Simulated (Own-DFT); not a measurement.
AlGa3N4 (wurtzite random alloy, atoms displaced) (calculated)

All values are calculated (Own-DFT development build). A calculation, not a measurement: plane-wave PBE density functional theory by an unreviewed code, no spin, of a simulated periodic cell, stress positive in tension, free energy of the whole cell less one offset for each atom, forces on such cells passed a denser k mesh, this cell's mesh not checked; offsets are fitted by least squares, one for each functional and potential file, so energies compare only between cells with the same atoms and settings and are not formation energies; the far tail of each file's local potential was reset to the Coulomb form; each entry is a single point on an unrelaxed cell, so the pressure reflects the starting lattice, mostly measured values, from which strain is counted, and rises with the displacements; printed positions are rounded, which can move forces by about a meV/angstrom; the program is a retired in-house code; no spin-orbit coupling.

```cif
# cell vector a (Å): 9.5092 0.0000 0.0000
# cell vector b (Å): -4.7546 8.2353 0.0000
# cell vector c (Å): 0.0000 0.0000 10.2685
data_AlGa3N4
_symmetry_space_group_name_H-M 'P 1'
_symmetry_Int_Tables_number 1
_cell_length_a 9.5092
_cell_length_b 9.5093
_cell_length_c 10.2685
_cell_angle_alpha 90.000
_cell_angle_beta 90.000
_cell_angle_gamma 120.000
_cell_volume 804.14
loop_
_atom_site_label
_atom_site_type_symbol
_atom_site_fract_x
_atom_site_fract_y
_atom_site_fract_z
_atom_site_occupancy
Ga1 Ga 0.11748 0.23258 0.00554 1
Ga2 Ga 0.21872 0.12440 0.24779 1
N1 N 0.12559 0.23385 0.18571 1
N2 N 0.21886 0.10789 0.43321 1
Ga3 Ga 0.10633 0.21761 0.50196 1
Ga4 Ga 0.23531 0.12170 0.76263 1
N3 N 0.11362 0.21166 0.69670 1
N4 N 0.21941 0.10212 0.93518 1
Ga5 Ga 0.11447 0.56329 0.00194 1
Ga6 Ga 0.22312 0.42910 0.24721 1
N5 N 0.10227 0.54833 0.19466 1
N6 N 0.23004 0.43896 0.44334 1
Al1 Al 0.10385 0.57001 0.49975 1
Ga7 Ga 0.22911 0.45782 0.74244 1
N7 N 0.11085 0.54079 0.69756 1
N8 N 0.22880 0.45908 0.94754 1
Ga8 Ga 0.10686 0.88934 0.00003 1
Ga9 Ga 0.22349 0.78619 0.25311 1
N9 N 0.10658 0.89097 0.18410 1
N10 N 0.23188 0.79587 0.45441 1
Ga10 Ga 0.11259 0.89248 0.50233 1
Ga11 Ga 0.21560 0.78692 0.75186 1
N11 N 0.12563 0.89654 0.68544 1
N12 N 0.23385 0.78760 0.93926 1
Ga12 Ga 0.44576 0.24326 0.00445 1
Ga13 Ga 0.54227 0.09535 0.25221 1
N13 N 0.45366 0.23278 0.19652 1
N14 N 0.55055 0.12092 0.42939 1
Ga14 Ga 0.44944 0.22286 0.49780 1
Ga15 Ga 0.58949 0.11464 0.74139 1
N15 N 0.43349 0.22385 0.69411 1
N16 N 0.57318 0.11204 0.92417 1
Ga16 Ga 0.43397 0.54996 0.00517 1
Al2 Al 0.55687 0.44975 0.24890 1
N17 N 0.44306 0.56298 0.18489 1
N18 N 0.54852 0.44085 0.42814 1
Al3 Al 0.43923 0.56297 0.51072 1
Ga17 Ga 0.55402 0.44438 0.74407 1
N19 N 0.46398 0.56395 0.70042 1
N20 N 0.55115 0.44771 0.93772 1
Al4 Al 0.44005 0.88253 0.99404 1
Al5 Al 0.55221 0.76891 0.26226 1
N21 N 0.44319 0.88810 0.18808 1
N22 N 0.54684 0.76148 0.43903 1
Ga18 Ga 0.42303 0.88242 0.51052 1
Ga19 Ga 0.56063 0.77509 0.73670 1
N23 N 0.43056 0.89607 0.68445 1
N24 N 0.55890 0.76961 0.92752 1
Ga20 Ga 0.77396 0.20552 0.99633 1
Ga21 Ga 0.87458 0.10155 0.25251 1
N25 N 0.80173 0.23665 0.18407 1
N26 N 0.88052 0.10119 0.42885 1
Al6 Al 0.78953 0.22931 0.49077 1
Al7 Al 0.91014 0.13207 0.76172 1
N27 N 0.79620 0.22754 0.68753 1
N28 N 0.88458 0.11065 0.93484 1
Ga22 Ga 0.76310 0.56395 0.00059 1
Ga23 Ga 0.88668 0.42828 0.25602 1
N29 N 0.78958 0.57449 0.18739 1
N30 N 0.89225 0.44471 0.43946 1
Ga24 Ga 0.77636 0.56088 0.50738 1
Ga25 Ga 0.89584 0.44936 0.74022 1
N31 N 0.78274 0.54989 0.68876 1
N32 N 0.88573 0.45358 0.93986 1
Al8 Al 0.78635 0.88008 0.98688 1
Ga26 Ga 0.88457 0.78173 0.24280 1
N33 N 0.77615 0.87374 0.19466 1
N34 N 0.89682 0.77440 0.43891 1
Al9 Al 0.79678 0.90172 0.50283 1
Ga27 Ga 0.89190 0.77968 0.75056 1
N35 N 0.77843 0.89773 0.68622 1
N36 N 0.88455 0.78289 0.94227 1
_calc_functional 'PBE'
_calc_potential_files 'PseudoDojo norm-conserving, scalar-relativistic, standard set with the stringent files for Ga'
_calc_wave_cutoff 96  # hartree
_calc_occupations 'Gaussian'
_calc_smearing_width 0.01  # eV
_calc_k_mesh '4 x 4 x 3 centred on Gamma'
_calc_free_energy_of_cell_above_offsets '-1.185'  # eV
_calc_pressure 10.68  # GPa
_calc_stress_xx -11.28  # GPa
_calc_stress_yy -10.45  # GPa
_calc_stress_zz -10.31  # GPa
_calc_stress_yz -0.4  # GPa
_calc_stress_xz -1.01  # GPa
_calc_stress_xy 0.52  # GPa
```

Force:
| element | x (eV/Å) | y (eV/Å) | z (eV/Å) |
| --- | --- | --- | --- |
| Ga | -0.487 | -0.687 | -1.934 |
| Ga | 2.794 | -2.321 | 0.601 |
| N | -2.388 | -3.392 | -0.814 |
| N | -0.257 | 0.545 | 0.681 |
| Ga | 0.888 | 0.231 | 0.318 |
| Ga | -0.936 | -1.69 | -2.1 |
| N | -0.976 | 1.844 | -0.874 |
| N | -0.411 | 1.894 | 3.115 |
| Ga | -1.776 | -0.428 | 0.477 |
| Ga | -1.279 | 5.116 | 2.154 |
| N | 1.591 | 1.496 | 0.282 |
| N | -2.001 | 1.039 | 0.428 |
| Al | 2.275 | -1.128 | 0.142 |
| Ga | 3.338 | -2.439 | 2.242 |
| N | -2.307 | 3.969 | -3.379 |
| N | -1.182 | -2.274 | -2.121 |
| Ga | 1.08 | -0.55 | 0.231 |
| Ga | -0.507 | -1.335 | -0.25 |
| N | 0.76 | 0.967 | 0.95 |
| N | -3.734 | -4.8 | -3.602 |
| Ga | -0.928 | 0.973 | -0.382 |
| Ga | 2.229 | -1.642 | 1.133 |
| N | -3.293 | 0.236 | 0.867 |
| N | -1.519 | -0.634 | -0.066 |
| Ga | 1.562 | -3.134 | 0.082 |
| Ga | 0.359 | 2.395 | -1.262 |
| N | -0.498 | -0.276 | -1.363 |
| N | 3.487 | -1.249 | 2.232 |
| Ga | -2.352 | 0.882 | 0.801 |
| Ga | -3.907 | -0.983 | 0.824 |
| N | 3.782 | 1.007 | -2.052 |
| N | -2.732 | -1.618 | 1.732 |
| Ga | 1.697 | 2.334 | -1.017 |
| Al | 0.758 | 1.073 | -0.22 |
| N | 1.276 | -0.613 | 1.842 |
| N | -0.065 | 1.534 | 2.116 |
| Al | 1.737 | -2.097 | -1.038 |
| Ga | 1.978 | -1.274 | 1.368 |
| N | -3.076 | -1.481 | -3.357 |
| N | -0.493 | 0.497 | -0.809 |
| Al | 2.405 | 1.53 | -0.037 |
| Al | -0.24 | 0.566 | -1.849 |
| N | 1.17 | -1.47 | -0.912 |
| N | 0.248 | 2.548 | 1.196 |
| Ga | 5.908 | 3.043 | -1.133 |
| Ga | -1.403 | 2.74 | 1.943 |
| N | 2.65 | -0.263 | 1.994 |
| N | -0.456 | 1.474 | 1.524 |
| Ga | -0.903 | 3.479 | 1.115 |
| Ga | 1.209 | -0.278 | -2.409 |
| N | -1.557 | -4.381 | -0.751 |
| N | -0.185 | 1.413 | 2.513 |
| Al | -1.109 | -1.239 | 0.89 |
| Al | -0.641 | -1.877 | -1.85 |
| N | 1.406 | 0.251 | -2.525 |
| N | 3.009 | -1.392 | 1.063 |
| Ga | 2.768 | -1.157 | 0.542 |
| Ga | -1.456 | 4.277 | -0.653 |
| N | -0.928 | -4.016 | 0.245 |
| N | -0.03 | 0.21 | 1.286 |
| Ga | -0.671 | -0.941 | -2.31 |
| Ga | -0.365 | -0.987 | 3.138 |
| N | -1.476 | 1.33 | 0.349 |
| N | 0.442 | -0.4 | -0.59 |
| Al | -5.628 | 2.475 | 2.013 |
| Ga | 3.587 | -0.658 | 2.498 |
| N | -4.708 | 2.84 | -2.357 |
| N | -1.627 | 1.095 | 0.373 |
| Al | -0.889 | -2.629 | -0.292 |
| Ga | 0.019 | 0.5 | -0.55 |
| N | 1.653 | 1.169 | -0.271 |
| N | 3.315 | -1.241 | -2.168 |
